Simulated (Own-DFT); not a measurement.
Simulation results for Si3N4 (beta silicon nitride, atoms displaced)

All values are calculated (Own-DFT development build). A calculation, not a measurement: plane-wave PBE density functional theory by an unreviewed code, no spin, of a simulated periodic cell, stress positive in tension, free energy of the whole cell less one offset for each atom, forces on such cells moved up to 12 meV/angstrom on a denser k mesh; offsets are fitted by least squares, one for each functional and potential file, so energies compare only between cells with the same atoms and settings and are not formation energies; the far tail of each file's local potential was reset to the Coulomb form; each entry is a single point on an unrelaxed cell, so the pressure reflects the starting lattice, mostly measured values (interpolated for alloys), from which strain is counted, and rises with the displacements; printed positions are rounded, which can move forces by about a meV/angstrom; the program, named Own-DFT, is a retired in-house code; no spin-orbit coupling; before rounding, a Quantum ESPRESSO 7.3.1 run of the same cell and cutoff gave forces within 1 meV/angstrom rms on each cell, which checks the program and not the settings.

```yaml
- formula: Si3N4
  kind: "beta silicon nitride, atoms displaced"
  structure:
    cell_angstrom: [[15.212, 0.0, 0.0], [-7.606, 13.174, 0.0], [0.0, 0.0, 5.818]]
    atoms_fractional:
      - [Si, 0.08749, 0.38593, 0.12869]
      - [Si, 0.11419, 0.20334, 0.12044]
      - [Si, 0.29862, 0.4144, 0.11923]
      - [Si, 0.41257, 0.11404, 0.37721]
      - [Si, 0.38507, 0.29636, 0.37073]
      - [Si, 0.20458, 0.0894, 0.38111]
      - ["N", 0.16629, 0.01458, 0.12685]
      - ["N", 0.48263, 0.15005, 0.12922]
      - ["N", 0.34973, 0.33486, 0.1296]
      - ["N", 0.33395, 0.48534, 0.3686]
      - ["N", 0.01691, 0.34806, 0.37155]
      - ["N", 0.14866, 0.16394, 0.37674]
      - ["N", 0.16645, 0.33371, 0.12638]
      - ["N", 0.33395, 0.16415, 0.37061]
      - [Si, 0.08553, 0.3836, 0.62161]
      - [Si, 0.11498, 0.20241, 0.6248]
      - [Si, 0.29867, 0.4128, 0.62803]
      - [Si, 0.41391, 0.11378, 0.87723]
      - [Si, 0.38329, 0.29942, 0.87375]
      - [Si, 0.20171, 0.08423, 0.87527]
      - ["N", 0.16678, 0.01653, 0.6231]
      - ["N", 0.48531, 0.1508, 0.62843]
      - ["N", 0.34825, 0.33186, 0.62204]
      - ["N", 0.33416, 0.48513, 0.87173]
      - ["N", 0.01558, 0.34926, 0.87381]
      - ["N", 0.14775, 0.16526, 0.87503]
      - ["N", 0.168, 0.33498, 0.63044]
      - ["N", 0.33307, 0.16716, 0.87063]
      - [Si, 0.08715, 0.88579, 0.12915]
      - [Si, 0.1151, 0.70115, 0.12283]
      - [Si, 0.29771, 0.91728, 0.12824]
      - [Si, 0.41479, 0.618, 0.37977]
      - [Si, 0.38639, 0.79807, 0.37472]
      - [Si, 0.20125, 0.5872, 0.37054]
      - ["N", 0.1651, 0.51496, 0.13529]
      - ["N", 0.48377, 0.64957, 0.12664]
      - ["N", 0.35043, 0.837, 0.12377]
      - ["N", 0.33374, 0.98361, 0.37449]
      - ["N", 0.01494, 0.84774, 0.37662]
      - ["N", 0.15338, 0.66791, 0.36794]
      - ["N", 0.16825, 0.83226, 0.13051]
      - ["N", 0.3344, 0.66717, 0.37554]
      - [Si, 0.08517, 0.88413, 0.62594]
      - [Si, 0.11402, 0.6992, 0.63173]
      - [Si, 0.29647, 0.91061, 0.62222]
      - [Si, 0.41475, 0.61431, 0.87795]
      - [Si, 0.38673, 0.80144, 0.87042]
      - [Si, 0.20152, 0.58508, 0.87277]
      - ["N", 0.16867, 0.5177, 0.63101]
      - ["N", 0.4825, 0.64887, 0.62865]
      - ["N", 0.35034, 0.83526, 0.61872]
      - ["N", 0.33201, 0.98322, 0.8736]
      - ["N", 0.01513, 0.84982, 0.8763]
      - ["N", 0.14851, 0.66646, 0.87845]
      - ["N", 0.16611, 0.83291, 0.63065]
      - ["N", 0.33473, 0.6701, 0.87207]
      - [Si, 0.5857, 0.38269, 0.12243]
      - [Si, 0.61423, 0.19853, 0.12532]
      - [Si, 0.79685, 0.41282, 0.12169]
      - [Si, 0.91166, 0.11567, 0.37726]
      - [Si, 0.88342, 0.29601, 0.37788]
      - [Si, 0.70212, 0.08817, 0.37717]
      - ["N", 0.66662, 0.01405, 0.12348]
      - ["N", 0.9826, 0.14872, 0.12876]
      - ["N", 0.85057, 0.33622, 0.12303]
      - ["N", 0.83068, 0.48352, 0.37448]
      - ["N", 0.51314, 0.34935, 0.37803]
      - ["N", 0.65053, 0.16728, 0.37152]
      - ["N", 0.66608, 0.33073, 0.1309]
      - ["N", 0.83256, 0.16702, 0.37336]
      - [Si, 0.5885, 0.38624, 0.62788]
      - [Si, 0.61357, 0.20088, 0.62484]
      - [Si, 0.79821, 0.41547, 0.62448]
      - [Si, 0.91286, 0.11664, 0.87037]
      - [Si, 0.88299, 0.29707, 0.87571]
      - [Si, 0.70111, 0.08805, 0.87578]
      - ["N", 0.66742, 0.01492, 0.6292]
      - ["N", 0.98409, 0.15038, 0.62508]
      - ["N", 0.84824, 0.33405, 0.62069]
      - ["N", 0.83249, 0.48149, 0.87372]
      - ["N", 0.51543, 0.34721, 0.87449]
      - ["N", 0.64965, 0.16469, 0.87949]
      - ["N", 0.66651, 0.33069, 0.62678]
      - ["N", 0.83196, 0.16595, 0.87656]
      - [Si, 0.58778, 0.88402, 0.12367]
      - [Si, 0.61668, 0.70381, 0.11777]
      - [Si, 0.79585, 0.91087, 0.12147]
      - [Si, 0.91362, 0.61719, 0.37683]
      - [Si, 0.88553, 0.79947, 0.37253]
      - [Si, 0.70234, 0.58792, 0.37587]
      - ["N", 0.66785, 0.51631, 0.12695]
      - ["N", 0.98445, 0.64935, 0.1237]
      - ["N", 0.85047, 0.8352, 0.1274]
      - ["N", 0.83675, 0.98742, 0.38063]
      - ["N", 0.51405, 0.84882, 0.37594]
      - ["N", 0.64939, 0.66707, 0.37558]
      - ["N", 0.6693, 0.83287, 0.12585]
      - ["N", 0.832, 0.66614, 0.37851]
      - [Si, 0.58667, 0.88465, 0.62961]
      - [Si, 0.61282, 0.70143, 0.62281]
      - [Si, 0.79775, 0.91244, 0.63006]
      - [Si, 0.91318, 0.61476, 0.87468]
      - [Si, 0.88517, 0.79738, 0.87754]
      - [Si, 0.70373, 0.58888, 0.87303]
      - ["N", 0.66492, 0.5172, 0.62729]
      - ["N", 0.98561, 0.64964, 0.62618]
      - ["N", 0.85121, 0.83525, 0.62544]
      - ["N", 0.83502, 0.98464, 0.87602]
      - ["N", 0.51197, 0.84892, 0.87033]
      - ["N", 0.65027, 0.66467, 0.87857]
      - ["N", 0.66435, 0.82951, 0.6265]
      - ["N", 0.8335, 0.66978, 0.8732]
  settings:
    functional: PBE
    potential_files: "PseudoDojo norm-conserving, scalar-relativistic, standard set"
    "wave_cutoff [hartree]": 42.0
    occupations: Fermi-Dirac
    "smearing_width [eV]": 0.1
    k_mesh: "2 x 2 x 4 centred on Gamma"
  results:
    "stress_zz [GPa]": null
```

Questions
1. Give the missing stress zz for Si3N4 (beta silicon nitride, atoms displaced).
2. Give the table of force values for Si3N4 (beta silicon nitride, atoms displaced).

Calculated values
1. -6.88 GPa
2. 
Force:
```
element  x (eV/Å)  y (eV/Å)  z (eV/Å)
     Si     0.815    -0.798    -1.253
     Si     0.027    -0.012     1.096
     Si     -0.83    -0.743     1.231
     Si    -0.337     0.057     0.371
     Si     -0.38    -0.895     0.815
     Si    -0.087    -0.313    -1.237
      N    -0.293     0.448     0.404
      N      1.23    -0.049     -0.38
      N    -0.051      0.26    -1.229
      N     0.468     0.234     1.111
      N    -1.626    -0.323     0.791
      N    -0.193     0.221    -0.599
      N     0.231     0.296    -0.154
      N    -0.479     1.059     0.165
     Si     1.297     0.559     0.849
     Si    -0.033     0.816    -0.069
     Si    -0.766    -0.145     -1.91
     Si    -1.836     0.437    -0.148
     Si     0.976    -1.487     0.269
     Si     0.028     1.555     0.259
      N    -0.395    -1.234      0.44
      N    -0.116    -0.685    -0.386
      N    -0.242     0.676     0.061
      N     0.468     0.089     0.297
      N    -0.656     0.124     0.248
      N     0.998    -0.869    -0.097
      N    -0.245    -0.539     -0.26
      N     0.281    -0.184     0.224
     Si     1.519    -0.996    -0.487
     Si    -0.403     1.611     0.838
     Si     0.339    -2.418     -0.93
     Si    -1.311    -1.056    -0.838
     Si    -1.315    -0.834    -1.097
     Si     1.511     1.218     1.864
      N    -0.236    -0.178    -2.283
      N     1.251     0.575    -0.023
      N     0.393     0.278     0.001
      N     0.189     1.084     1.008
      N    -0.377     0.203    -0.141
      N    -0.717    -0.488     1.642
      N    -1.471     0.502    -0.107
      N    -0.473    -0.046    -0.095
     Si     1.498     0.132     0.183
     Si     0.431     1.968    -1.812
     Si    -0.837    -0.032     0.403
     Si    -2.431      0.96     0.088
     Si    -1.826    -1.661      0.86
     Si     0.762     2.117     1.689
      N    -0.793    -1.639    -1.845
      N     1.217     0.261    -0.038
      N     0.124     0.259     0.535
      N     0.427     0.833    -0.312
      N    -0.051      0.26     0.368
      N     1.598     -1.61    -0.486
      N    -0.353     -0.53    -0.179
      N     0.171    -1.255     0.248
     Si     0.944      0.28     1.015
     Si    -1.409     1.816     -0.01
     Si    -0.711    -0.944      1.04
     Si     0.051      0.32     -0.33
     Si     0.169     0.471    -0.998
     Si     0.652    -0.588    -0.321
      N    -0.461     0.394     0.526
      N     0.271     0.237    -0.836
      N     0.424     -0.14     0.586
      N     0.568      1.33    -0.266
      N     1.219     0.804    -0.319
      N     0.678    -1.178     1.198
      N    -0.464     0.143    -0.388
      N    -0.139     -0.15     0.193
     Si     0.471    -0.989    -0.573
     Si       0.5     0.998     0.201
     Si    -0.497    -1.987      -0.7
     Si    -0.227    -0.225     1.303
     Si     0.538    -0.098    -0.402
     Si     1.356    -0.491     0.273
      N    -0.569     0.183    -0.587
      N     0.196     0.234    -0.152
      N     0.294     0.257     0.779
      N     0.168     2.076     0.085
      N    -0.872     0.301    -0.028
      N    -0.346    -0.233    -1.106
      N    -0.556     1.181     0.065
      N    -0.151     0.368    -0.176
     Si    -0.206    -0.508     0.147
     Si    -0.454    -0.556     1.562
     Si     0.646       1.8     1.346
     Si    -0.707    -0.626    -0.435
     Si    -0.068    -1.224     0.962
     Si    -0.074     0.238    -0.214
      N    -0.388    -0.704    -0.551
      N     -0.15    -0.254     0.322
      N    -0.004     0.157    -0.569
      N    -0.231     -1.98    -0.659
      N     1.521      0.87    -0.142
      N      0.43     -0.63      -0.5
      N    -1.811     0.026    -0.221
      N     0.488     0.848    -0.149
     Si     0.628    -0.487    -1.006
     Si     0.647    -0.164     0.546
     Si    -0.565    -0.166    -0.964
     Si    -1.108     0.107     0.173
     Si    -0.322     0.524    -0.453
     Si     0.377    -0.259     0.989
      N    -0.013    -0.573    -0.265
      N    -0.575      -0.6    -0.113
      N     -0.03     0.185     0.166
      N     0.036     0.095     0.067
      N     2.256     1.216     1.012
      N    -0.552     0.127    -1.343
      N    -0.157     1.644     0.154
      N     1.199    -1.545     0.104
```

Further results for Si3N4 (beta silicon nitride, atoms displaced):

```
free energy of cell above offsets : -19.461 eV
pressure                          : 5.5 GPa
stress xx                         : -4.99 GPa
stress yy                         : -4.63 GPa
stress yz                         : -0.4 GPa
stress xz                         : 0.51 GPa
stress xy                         : -0.46 GPa
```
